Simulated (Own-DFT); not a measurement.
# A layer strained by its substrate: wurtzite GaN, 72 atoms (Ga36N36)

No measurement is shown. These are fixed-geometry runs of a retired plane-wave code named Own-DFT, which no person has reviewed; spin and spin-orbit coupling are neglected.

Method: PBE; PseudoDojo norm-conserving scalar-relativistic files; cutoff 42 hartree; 4 x 4 x 3 k mesh centred on Gamma; Fermi-Dirac smearing of 0.1 eV.

Limits: forces not confirmed at this smearing and k mesh; stress not checked against mesh or cutoff.

Unstrained cell vectors in Å: (9.567, 0.000, 0.000); (-4.784, 8.285, 0.000); (0.000, 0.000, 10.370). The unstrained cell has measured lattice constants (interpolated for alloys), not those of this functional. That, the random moves and any unrelaxed bonds set the pressure at no strain. Each run strains x and y alike by e, as a substrate would, and holds the height along z. All atoms carry random offsets, Gaussian with a width of 0.05 Å per axis. Stress is positive in tension.

```
e (%),u (Å),(s_xx + s_yy)/2 (GPa),s_zz (GPa)
-3.00,0.051,-25.99,-13.01
-2.75,0.051,?,?
-1.75,0.049,-18.06,-9.37
1.00,0.051,-2.33,-7.19
1.50,0.051,0.26,-6.68
1.75,0.045,1.43,-5.34
2.00,0.056,1.90,-5.55
2.25,0.053,2.51,-3.97
2.75,0.046,5.60,-4.81
3.00,0.051,5.52,-2.19
```

## Fit

With e as a fraction, the in-plane stress is -7.4 + 535 e - 3066 e² GPa (errors 8 and 558, scatter 0.47), and s_zz is -8.0 + 148 e GPa (slope ± 16, scatter 0.96). At e = 0 the first slope is C11 + C12 and the second 2 C13, both with the ions held to the strained lattice and at the cell's own pressure. The term in e² is negative: the layer stiffens under compression and softens under tension. A free layer would change its height as e changes, and the in-plane slope would drop by 2 C13²/C33 to the biaxial modulus. At fixed height, a misfit of 1 % moves the in-plane stress by about 5.3 GPa and s_zz by 1.5 GPa.

## Check

Question: what are the two stresses at e = -2.75 %?

The fitted form gives -24.4 and -12.1 GPa. Computed: -24.78 and -12.42 GPa.
